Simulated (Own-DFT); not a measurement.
# Computed records: SiC (twinned 3C silicon carbide, atoms displaced)

All values are calculated (Own-DFT development build). A calculation, not a measurement: plane-wave PBE density functional theory by an unreviewed code, no spin, of a simulated periodic cell, stress positive in tension, free energy of the whole cell less one offset for each atom, forces on such cells passed a denser k mesh, this cell's mesh not checked; offsets are fitted by least squares, one for each functional and potential file, so energies compare only between cells with the same atoms and settings and are not formation energies; the far tail of each file's local potential was reset to the Coulomb form; each entry is a single point on an unrelaxed cell, so the pressure reflects the starting lattice, mostly measured values (interpolated for alloys), from which strain is counted, and rises with the displacements; printed positions are rounded, which can move forces by about a meV/angstrom; the program, named Own-DFT, is a retired in-house code; no spin-orbit coupling.

Common to all runs: functional PBE; potential files PseudoDojo norm-conserving, scalar-relativistic, standard set; wave cutoff 42 hartree; occupations Fermi-Dirac; smearing width 0.1 eV; k mesh 5 x 5 x 2 centred on Gamma.

```yaml
- entry: 1
  formula: SiC
  kind: "twinned 3C silicon carbide, atoms displaced"
  structure:
    cell_angstrom:
      - [4.3596, -4.3596, 0.0]
      - [0.0, 4.3596, -4.3596]
      - [8.7192, 8.7192, 8.7192]
    atoms_fractional:
      - [Si, 0.99801, 0.98584, 0.43678]
      - [C, 0.98221, 0.98891, 0.06225]
      - [Si, 0.16459, 0.33284, 0.09996]
      - [C, 0.17983, 0.34419, 0.2299]
      - [Si, 0.32703, 0.15466, 0.26797]
      - [C, 0.33811, 0.16492, 0.39877]
      - [Si, 0.97702, 0.49392, 0.43626]
      - [C, 0.01105, 0.49909, 0.06234]
      - [Si, 0.16565, 0.83364, 0.10982]
      - [C, 0.16024, 0.81662, 0.2385]
      - [Si, 0.32358, 0.66538, 0.27087]
      - [C, 0.34737, 0.67614, 0.3894]
      - [Si, 0.50003, 0.00015, 0.43458]
      - [C, 0.48877, 0.01112, 0.06264]
      - [Si, 0.66059, 0.33801, 0.09908]
      - [C, 0.67564, 0.3332, 0.236]
      - [Si, 0.83782, 0.15963, 0.27097]
      - [C, 0.85197, 0.18876, 0.38606]
      - [Si, 0.49387, 0.4878, 0.43882]
      - [C, 0.4982, 0.49249, 0.06511]
      - [Si, 0.6564, 0.82745, 0.10447]
      - [C, 0.65263, 0.80202, 0.23436]
      - [Si, 0.82992, 0.67217, 0.26945]
      - [C, 0.81847, 0.65079, 0.3977]
      - [Si, 0.98945, 0.99078, 0.93616]
      - [C, 0.99245, 0.99897, 0.56298]
      - [Si, 0.81572, 0.68403, 0.60967]
      - [C, 0.83602, 0.67458, 0.72767]
      - [Si, 0.6831, 0.855, 0.77219]
      - [C, 0.65495, 0.82154, 0.88979]
      - [Si, 0.99951, 0.51634, 0.94058]
      - [C, 0.9972, 0.50601, 0.56267]
      - [Si, 0.84515, 0.18548, 0.60489]
      - [C, 0.8404, 0.19417, 0.72891]
      - [Si, 0.69825, 0.34914, 0.76164]
      - [C, 0.69038, 0.34616, 0.89156]
      - [Si, 0.49894, 0.99762, 0.93359]
      - [C, 0.49787, 0.00975, 0.5573]
      - [Si, 0.33261, 0.6605, 0.60491]
      - [C, 0.33299, 0.64591, 0.7294]
      - [Si, 0.18426, 0.8429, 0.76501]
      - [C, 0.16439, 0.83676, 0.89624]
      - [Si, 0.50283, 0.48582, 0.93644]
      - [C, 0.51684, 0.50512, 0.56499]
      - [Si, 0.33313, 0.15171, 0.6028]
      - [C, 0.3457, 0.1659, 0.72968]
      - [Si, 0.18895, 0.34172, 0.7721]
      - [C, 0.1729, 0.33362, 0.89832]
  results:
    "free_energy_of_cell_above_offsets [eV]": "-2.854"
    "pressure [GPa]": 5.77
    "stress_xx [GPa]": -5.32
    "stress_yy [GPa]": -6.75
    "stress_zz [GPa]": -5.23
    "stress_yz [GPa]": 1.47
    "stress_xz [GPa]": -1.14
    "stress_xy [GPa]": 0.79
    force_element: [Si, C, Si, C, Si, C, Si, C, Si, C, Si, C, Si, C, Si, C, Si, C, Si, C, Si, C, Si, C, Si, C, Si, C, Si, C, Si, C, Si, C, Si, C, Si, C, Si, C, Si, C, Si, C, Si, C, Si, C]
    "force_x [eV/angstrom]": [-0.18, 1.039, 0.879, -2.384, 2.302, -1.991, 3.019, -0.914, -1.182, -1.988, 1.734, 0.402, 0.559, 0.284, 3.335, -2.484, -1.274, 1.05, -0.154, -1.404, 0.281, -1.196, 0.992, -0.134, 0.401, 0.741, 1.414, 1.68, -2.01, 2.034, 0.739, 0.3, -1.673, 1.549, -1.036, -1.62, 0.486, 1.915, -0.677, 1.324, -0.22, -0.239, -0.148, -3.622, -0.139, 0.074, -0.908, -0.954]
    "force_y [eV/angstrom]": [1.092, -0.219, 0.126, -1.411, 1.184, -0.19, -1.513, 2.15, -0.153, 0.319, -1.739, 1.945, -1.317, -1.839, -0.172, -1.195, -1.064, 1.096, 1.181, 0.217, 0.834, 1.283, -0.98, 0.388, 0.455, 0.439, -3.771, 0.951, -1.085, 1.371, -2.71, 0.422, -0.551, -5.648, 5.98, 0.363, 0.701, -1.514, -0.38, 1.393, 0.596, -0.874, 0.57, 1.075, 2.016, -0.343, 0.309, 0.211]
    "force_z [eV/angstrom]": [-1.09, -0.071, 1.942, 1.105, -0.757, 0.053, -0.667, -0.584, -0.133, -3.577, 1.608, 2.66, -0.363, 1.059, 2.023, -0.883, -1.474, 4.789, -1.267, -2.239, 0.17, -4.707, 3.854, -2.184, -0.77, -0.879, -0.564, -0.797, 0.018, 0.901, 0.3, -0.555, 0.179, 2.251, 1.037, 1.262, -0.318, 2.195, -1.14, -3.881, 2.475, -1.032, -0.759, 1.092, -1.473, -1.191, 2.328, 0.053]
- entry: 2
  formula: SiC
  kind: "twinned 3C silicon carbide, atoms displaced"
  structure:
    cell_angstrom:
      - [4.3596, -4.3596, 0.0]
      - [0.0, 4.3596, -4.3596]
      - [8.7192, 8.7192, 8.7192]
    atoms_fractional:
      - [Si, 0.00586, 0.9943, 0.43569]
      - [C, 0.99347, 0.9944, 0.0663]
      - [Si, 0.16566, 0.34235, 0.11452]
      - [C, 0.17138, 0.33559, 0.23082]
      - [Si, 0.31661, 0.15811, 0.26905]
      - [C, 0.33505, 0.17211, 0.3906]
      - [Si, 0.98736, 0.49727, 0.43702]
      - [C, 0.98709, 0.47751, 0.05857]
      - [Si, 0.157, 0.84394, 0.10613]
      - [C, 0.16378, 0.83228, 0.22657]
      - [Si, 0.32896, 0.65365, 0.26969]
      - [C, 0.33019, 0.67247, 0.39334]
      - [Si, 0.49748, 0.99069, 0.42967]
      - [C, 0.50337, 0.00697, 0.05841]
      - [Si, 0.65777, 0.31615, 0.10589]
      - [C, 0.65972, 0.32312, 0.23129]
      - [Si, 0.84458, 0.17551, 0.27132]
      - [C, 0.82586, 0.15536, 0.40186]
      - [Si, 0.51017, 0.49256, 0.44163]
      - [C, 0.50174, 0.51057, 0.06737]
      - [Si, 0.66706, 0.83865, 0.1029]
      - [C, 0.65852, 0.82951, 0.23255]
      - [Si, 0.84582, 0.67164, 0.26996]
      - [C, 0.85699, 0.68549, 0.38558]
      - [Si, 0.98336, 0.98813, 0.93787]
      - [C, 0.00989, 0.99892, 0.56318]
      - [Si, 0.818, 0.65879, 0.60374]
      - [C, 0.8203, 0.66089, 0.72707]
      - [Si, 0.69247, 0.84879, 0.76288]
      - [C, 0.68251, 0.83958, 0.89132]
      - [Si, 0.01206, 0.50035, 0.94439]
      - [C, 0.99985, 0.50533, 0.56261]
      - [Si, 0.82155, 0.17026, 0.60386]
      - [C, 0.84728, 0.17047, 0.728]
      - [Si, 0.67624, 0.34821, 0.76663]
      - [C, 0.65777, 0.34468, 0.90259]
      - [Si, 0.52381, 0.00594, 0.92898]
      - [C, 0.50925, 0.01164, 0.5603]
      - [Si, 0.32572, 0.66004, 0.60198]
      - [C, 0.32902, 0.66791, 0.71978]
      - [Si, 0.16045, 0.84249, 0.77024]
      - [C, 0.17967, 0.86127, 0.8953]
      - [Si, 0.50335, 0.5075, 0.9361]
      - [C, 0.49776, 0.49426, 0.56069]
      - [Si, 0.32145, 0.15022, 0.60713]
      - [C, 0.34168, 0.17332, 0.72618]
      - [Si, 0.16787, 0.34876, 0.76996]
      - [C, 0.15764, 0.33803, 0.89715]
  results:
    "free_energy_of_cell_above_offsets [eV]": "-3.117"
    "pressure [GPa]": 5.7
    "stress_xx [GPa]": -6.78
    "stress_yy [GPa]": -5.53
    "stress_zz [GPa]": -4.79
    "stress_yz [GPa]": -0.66
    "stress_xz [GPa]": -0.6
    "stress_xy [GPa]": -1.32
    force_element: [Si, C, Si, C, Si, C, Si, C, Si, C, Si, C, Si, C, Si, C, Si, C, Si, C, Si, C, Si, C, Si, C, Si, C, Si, C, Si, C, Si, C, Si, C, Si, C, Si, C, Si, C, Si, C, Si, C, Si, C]
    "force_x [eV/angstrom]": [0.885, -0.238, -2.489, -0.398, 2.183, 0.742, 1.153, 3.306, -0.144, 0.669, 1.532, -0.318, 0.845, -1.102, 0.294, 0.361, -1.444, 0.276, -2.151, -1.001, 0.155, 0.682, -3.476, 0.539, 3.816, -2.291, 1.088, 1.491, -1.923, -2.479, -2.938, -1.036, 1.41, -0.959, 0.23, 0.568, -0.639, -2.006, -0.083, 2.614, 0.734, -0.492, -0.462, 0.021, 0.576, 0.301, 1.241, 0.358]
    "force_y [eV/angstrom]": [1.431, 0.599, -3.306, 0.866, -1.277, 0.199, -1.111, 3.368, -3.622, -0.418, 1.635, -1.206, 2.355, -0.406, 0.885, 0.013, 0.999, -1.404, -0.347, -0.965, 1.353, -1.159, -0.278, 2.096, -0.183, 1.056, -0.916, -1.042, 2.462, -0.033, 0.382, 0.246, -2.164, 1.317, 0.658, -4.204, 3.548, -0.142, -0.786, 2.087, -1.248, -1.685, 1.961, 0.897, -1.207, 1.552, -1.026, -1.827]
    "force_z [eV/angstrom]": [-0.593, -1.867, -2.312, 1.159, -0.227, 1.02, -0.259, 1.075, 0.464, 0.496, -1.565, 2.447, 0.19, 1.672, -2.116, -0.85, 2.287, -2.376, -2.794, 0.679, 1.093, -1.264, -0.354, 4.143, -1.72, 0.542, -1.272, -1.592, 2.065, 0.359, -2.99, 0.282, -0.621, -1.167, 3.334, -1.353, 0.422, 1.455, -2.079, 0.917, 0.166, 1.914, 1.253, 0.995, -2.076, 0.784, 0.435, -0.2]
- entry: 3
  formula: SiC
  kind: "twinned 3C silicon carbide, atoms displaced"
  structure:
    cell_angstrom:
      - [4.3596, -4.3596, 0.0]
      - [0.0, 4.3596, -4.3596]
      - [8.7192, 8.7192, 8.7192]
    atoms_fractional:
      - [Si, 0.98426, 0.99292, 0.43325]
      - [C, 0.00948, 0.9994, 0.06235]
      - [Si, 0.17018, 0.33783, 0.10954]
      - [C, 0.18074, 0.33245, 0.23152]
      - [Si, 0.34381, 0.17984, 0.28191]
      - [C, 0.30168, 0.14605, 0.39959]
      - [Si, 0.99698, 0.53057, 0.43648]
      - [C, 0.00339, 0.50711, 0.06705]
      - [Si, 0.16282, 0.82043, 0.10027]
      - [C, 0.17671, 0.83985, 0.23425]
      - [Si, 0.33964, 0.66355, 0.26408]
      - [C, 0.32438, 0.66397, 0.38879]
      - [Si, 0.52188, 0.02214, 0.43532]
      - [C, 0.50432, 0.00428, 0.05766]
      - [Si, 0.67528, 0.33943, 0.10316]
      - [C, 0.66992, 0.34041, 0.23778]
      - [Si, 0.83547, 0.1885, 0.26937]
      - [C, 0.84087, 0.15975, 0.40073]
      - [Si, 0.50028, 0.5125, 0.43067]
      - [C, 0.50204, 0.50103, 0.06647]
      - [Si, 0.6626, 0.83852, 0.11042]
      - [C, 0.65892, 0.84752, 0.22351]
      - [Si, 0.83921, 0.66527, 0.26637]
      - [C, 0.84174, 0.67533, 0.39323]
      - [Si, 0.01158, 0.00984, 0.94222]
      - [C, 0.00138, 0.99951, 0.56454]
      - [Si, 0.79603, 0.65376, 0.6032]
      - [C, 0.84848, 0.68448, 0.72866]
      - [Si, 0.67611, 0.84408, 0.76815]
      - [C, 0.68942, 0.83987, 0.90072]
      - [Si, 0.00719, 0.49068, 0.93265]
      - [C, 0.02658, 0.51127, 0.5629]
      - [Si, 0.83519, 0.16061, 0.60678]
      - [C, 0.82384, 0.17939, 0.73421]
      - [Si, 0.67021, 0.33498, 0.77223]
      - [C, 0.68194, 0.3502, 0.89295]
      - [Si, 0.49635, 0.01271, 0.93862]
      - [C, 0.50977, 0.00865, 0.56614]
      - [Si, 0.32147, 0.66154, 0.6]
      - [C, 0.357, 0.6856, 0.72833]
      - [Si, 0.15208, 0.81643, 0.76605]
      - [C, 0.19525, 0.85291, 0.88847]
      - [Si, 0.51364, 0.51698, 0.93081]
      - [C, 0.50115, 0.50101, 0.56075]
      - [Si, 0.33534, 0.16347, 0.60312]
      - [C, 0.33222, 0.17042, 0.73182]
      - [Si, 0.16028, 0.33105, 0.76919]
      - [C, 0.1623, 0.34203, 0.90366]
  results:
    "free_energy_of_cell_above_offsets [eV]": "-1.032"
    "pressure [GPa]": 6.79
    "stress_xx [GPa]": -9.73
    "stress_yy [GPa]": -6.7
    "stress_zz [GPa]": -3.96
    "stress_yz [GPa]": 0.85
    "stress_xz [GPa]": -0.09
    "stress_xy [GPa]": 2.24
    force_element: [Si, C, Si, C, Si, C, Si, C, Si, C, Si, C, Si, C, Si, C, Si, C, Si, C, Si, C, Si, C, Si, C, Si, C, Si, C, Si, C, Si, C, Si, C, Si, C, Si, C, Si, C, Si, C, Si, C, Si, C]
    "force_x [eV/angstrom]": [2.784, 0.349, -0.636, -1.184, -2.596, 3.85, 2.637, -1.303, 2.68, -1.387, 0.303, 1.688, -1.895, 1.175, -1.08, -1.901, 1.847, -2.11, -0.149, -0.136, -2.233, 3.827, 1.016, -3.232, -0.493, -1.233, 5.854, -3.915, 1.667, -2.086, 0.689, -6.128, 0.48, 0.51, -1.393, -0.265, 1.229, -1.252, 5.226, -2.813, 4.36, -1.802, 0.847, -3.463, 0.082, -0.611, 1.627, 0.57]
    "force_y [eV/angstrom]": [1.232, 1.944, -2.174, 1.14, -2.118, -1.129, -3.656, -2.317, 2.552, -0.85, 2.379, 0.697, 1.102, 1.568, 1.071, -0.589, -1.872, 1.68, 0.761, -0.127, -4.048, 0.83, 1.694, 1.279, -1.505, -0.438, -2.1, 0.141, 1.047, 0.817, 5.109, 2.396, 0.316, -3.602, 2.237, 0.641, -2.969, -1.093, -0.388, -0.075, -0.317, 1.704, 1.335, 0.264, 1.007, -0.764, 0.596, -5.406]
    "force_z [eV/angstrom]": [1.911, 0.766, -0.16, 0.06, 0.307, -2.461, 3.374, 1.103, -1.812, -1.084, 0.183, -0.6, 2.842, 1.304, 0.805, -1.19, 2.755, -4.386, 2.046, -0.862, -2.838, 2.018, -1.833, -0.232, -0.19, 0.478, -1.697, 1.664, 1.231, -2.317, -1.942, 1.331, -1.529, -0.307, -1.318, 1.374, -0.928, -0.287, -1.112, 1.62, -2.233, 2.437, 2.409, 0.327, 0.241, -0.287, -0.495, -0.488]
- entry: 4
  formula: SiC
  kind: "twinned 3C silicon carbide, atoms displaced"
  structure:
    cell_angstrom:
      - [4.3596, -4.3596, 0.0]
      - [0.0, 4.3596, -4.3596]
      - [8.7192, 8.7192, 8.7192]
    atoms_fractional:
      - [Si, 0.01507, 0.99601, 0.43994]
      - [C, 0.00991, 0.99872, 0.06233]
      - [Si, 0.16956, 0.32934, 0.09616]
      - [C, 0.14389, 0.32771, 0.23155]
      - [Si, 0.33975, 0.17229, 0.26562]
      - [C, 0.34065, 0.16756, 0.39115]
      - [Si, 0.9912, 0.49527, 0.44352]
      - [C, 0.97844, 0.49209, 0.05926]
      - [Si, 0.17766, 0.84211, 0.10911]
      - [C, 0.1712, 0.85747, 0.22925]
      - [Si, 0.3363, 0.68049, 0.26863]
      - [C, 0.32758, 0.67937, 0.3948]
      - [Si, 0.50267, 0.0099, 0.4435]
      - [C, 0.5046, 0.99877, 0.06436]
      - [Si, 0.67534, 0.33305, 0.10324]
      - [C, 0.67268, 0.32046, 0.22311]
      - [Si, 0.8454, 0.1813, 0.26716]
      - [C, 0.83349, 0.14804, 0.39741]
      - [Si, 0.49825, 0.50613, 0.43957]
      - [C, 0.48016, 0.49144, 0.05913]
      - [Si, 0.67922, 0.83599, 0.10614]
      - [C, 0.663, 0.83411, 0.2251]
      - [Si, 0.84921, 0.66797, 0.2782]
      - [C, 0.83784, 0.65633, 0.39028]
      - [Si, 0.98929, 0.9983, 0.93847]
      - [C, 0.00141, 0.99453, 0.55643]
      - [Si, 0.8431, 0.67291, 0.60387]
      - [C, 0.83944, 0.6676, 0.73455]
      - [Si, 0.6529, 0.7979, 0.77661]
      - [C, 0.67759, 0.85359, 0.90072]
      - [Si, 0.99917, 0.49771, 0.93694]
      - [C, 0.01572, 0.51307, 0.56006]
      - [Si, 0.84513, 0.17432, 0.60999]
      - [C, 0.84236, 0.18659, 0.72447]
      - [Si, 0.67297, 0.33832, 0.7689]
      - [C, 0.66894, 0.32537, 0.89549]
      - [Si, 0.51474, 0.00074, 0.93836]
      - [C, 0.47667, 0.99878, 0.56244]
      - [Si, 0.32092, 0.6572, 0.60152]
      - [C, 0.33912, 0.66939, 0.72288]
      - [Si, 0.17087, 0.83569, 0.77378]
      - [C, 0.14588, 0.79056, 0.89394]
      - [Si, 0.51583, 0.51525, 0.93736]
      - [C, 0.48472, 0.49689, 0.56554]
      - [Si, 0.31517, 0.16607, 0.60759]
      - [C, 0.34932, 0.17119, 0.73143]
      - [Si, 0.16487, 0.33474, 0.7665]
      - [C, 0.16796, 0.34502, 0.8955]
  results:
    "free_energy_of_cell_above_offsets [eV]": "-1.593"
    "pressure [GPa]": 6.77
    "stress_xx [GPa]": -7.01
    "stress_yy [GPa]": -6.45
    "stress_zz [GPa]": -6.86
    "stress_yz [GPa]": -3.22
    "stress_xz [GPa]": -0.71
    "stress_xy [GPa]": -0.3
    force_element: [Si, C, Si, C, Si, C, Si, C, Si, C, Si, C, Si, C, Si, C, Si, C, Si, C, Si, C, Si, C, Si, C, Si, C, Si, C, Si, C, Si, C, Si, C, Si, C, Si, C, Si, C, Si, C, Si, C, Si, C]
    "force_x [eV/angstrom]": [-2.696, -0.844, -0.656, 3.338, 1.157, 0.837, -1.392, 3.271, -1.92, -0.57, 0.046, 0.691, -1.362, -0.107, -2.208, 0.686, -1.792, 0.391, -1.457, 3.48, -1.601, 2.109, -4.562, 2.529, 3.103, 1.393, -0.993, -0.806, -0.093, -2.239, -0.675, -1.575, -4.17, 1.156, 0.926, -0.783, -2.156, 2.717, 2.731, 0.653, 0.196, 2.641, -1.511, 1.283, 1.187, -2.092, 1.536, 0.204]
    "force_y [eV/angstrom]": [-1.337, 0.073, 3.506, -3.902, 2.054, 1.186, -3.736, -1.209, -1.507, -1.572, -0.027, -0.49, -2.112, -0.577, 1.189, 3.169, 1.443, 1.147, -0.848, -1.285, -0.242, 0.178, -1.886, 4.027, -2.279, 3.217, 0.843, -0.997, 1.182, -2.786, -0.148, 2.272, -1.582, 0.21, -0.011, 0.604, 3.347, -0.079, 0.385, 1.313, -1.023, 2.507, -0.232, -1.707, -2.038, 1.287, 0.603, -2.132]
    "force_z [eV/angstrom]": [-2.324, 0.194, 1.291, -4.106, -0.715, -0.134, -1.6, -1.253, -0.046, 2.299, 1.032, 1.107, -0.863, -0.201, 0.338, -0.977, 4.714, -1.14, -0.654, -1.151, 0.13, 1.4, -3.033, 2.733, -1.055, 1.803, 1.077, -1.431, -3.558, 1.12, 2.851, 2.953, -1.541, 3.351, 1.182, -0.998, 0.596, 0.57, -2.347, 1.461, -0.006, -5.544, 1.681, -0.579, -0.296, 0.414, 0.597, 0.66]
```
